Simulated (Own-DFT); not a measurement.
# Stretching a layer in its plane: diamond-structure SiGeSn with randomly placed atoms, 64 atoms (Ge52Si8Sn4)

Calculated, not measured: single-point runs of Own-DFT, a retired in-house plane-wave DFT program that no person has reviewed, on unrelaxed cells, without spin or spin-orbit coupling.

Common settings: PBE; PseudoDojo norm-conserving scalar-relativistic files; cutoff 49 hartree; 3 x 3 x 3 k mesh centred on Gamma; Fermi-Dirac smearing of 0.1 eV.

Known weak points: forces on such cells moved up to 12 meV/angstrom on a denser k mesh; stress not checked against mesh or cutoff.

Unstrained cell vectors in Å: (11.363, 0.000, 0.000); (0.000, 11.363, 0.000); (0.000, 0.000, 11.363). The unstrained cell has measured lattice constants (interpolated for alloys), not those of this functional. That, the random moves and any unrelaxed bonds set the pressure at no strain. Each run strains x and y alike by e, as a substrate would, and holds the height along z. Each coordinate of each atom was shifted by a normal deviate of width 0.05 Å. The random placing of the alloy's atoms differs from row to row. Stress is positive in tension.

| e (%) | u (Å) | (s_xx + s_yy)/2 (GPa) | s_zz (GPa) |
|---|---|---|---|
| -2.50 | 0.048 | -9.36 | -7.60 |
| -2.25 | 0.051 | -9.02 | -7.46 |
| -0.25 | 0.048 | ? | ? |
| 0.50 | 0.048 | -3.77 | -4.20 |
| 0.75 | 0.053 | -3.32 | -3.77 |
| 1.25 | 0.046 | -2.41 | -3.11 |
| 1.50 | 0.050 | -2.19 | -2.97 |
| 2.00 | 0.048 | -1.26 | -2.48 |
| 2.50 | 0.051 | -0.63 | -2.07 |
| 2.75 | 0.050 | -0.25 | -1.90 |

## What the rows give

With e as a fraction, the in-plane stress is -4.6 + 177 e - 663 e² GPa (errors 2 and 107, scatter 0.08), and s_zz is -4.6 + 113 e - 446 e² GPa (slope ± 2, scatter 0.11). At e = 0 the first slope is C11 + C12 and the second 2 C12, both with the ions held to the strained lattice and at the cell's own pressure. The term in e² is negative: the layer stiffens under compression and softens under tension. A free layer would change its height as e changes, and the in-plane slope would drop by 2 C12²/C11 to the biaxial modulus. At fixed height, a misfit of 1 % moves the in-plane stress by about 1.8 GPa and s_zz by 1.1 GPa.

## Prediction

Asked: what are the two stresses at e = -0.25 %?

The fit gives -5.1 and -4.9 GPa. The run itself gave -5.09 and -5.02 GPa.
